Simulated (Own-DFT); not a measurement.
# Wall times of self-consistent runs

Wall times of single-point runs (energy, forces and, in most, stress) with one build of Own-DFT, an in-house plane-wave density functional program, since retired. Each ran alone on one NVIDIA H200 card, with norm-conserving files, no spin and no use of crystal symmetry. The k points are those left after time reversal, where it was used. Plane waves for each k point are estimated as V (2 E)^(3/2) / (6 π²) in atomic units.

```
      cell  atoms  valence electrons  cutoff (hartree)  volume (Å³)  k mesh  k points  plane waves  time (s)
   C16Si16     32                128                42          319   5x5x3        38        28000       258
   C24Si24     48                192                42          497   5x5x2        26        43600       418
   C37Si35     72                288                42          746   4x4x3        26        65400       816
   C64Si64    128                512                42         1326   3x3x3        14       116300      1300
   C54Si54    108                432                42         1122   4x4x2        20        98400      1506
Al2C48Si46     96                382                42          994   3x4x4        26        87200      1398
AlC47NSi47     96                384                42          994   3x4x4        26        87200      1530
   C49Si47     96                384                42          994   3x4x4        26        87200      1557
   C47Si49     96                384                42          994   3x4x4        26        87200      1379
 C46N2Si48     96                386                42          994   3x4x4        26        87200      1437
   C35Si36     71                284                42          746   4x4x3        26        65400         ?
```

## Worked fit

Take the size N = k points x plane waves x valence electrons. A line through log(time) against log(N) has a slope of 0.92 ± 0.03 and a scatter of a factor 1.06. Part of the scatter may come from the number of self-consistent steps, which isn't shown. Times belong to this build alone.

## Withheld run

Question: how long should the last run take? Its N is 4.83e+08.

The line gives about 842 s. It took 728 s. This run lies off the fit, by chance or by something that the fit leaves out.
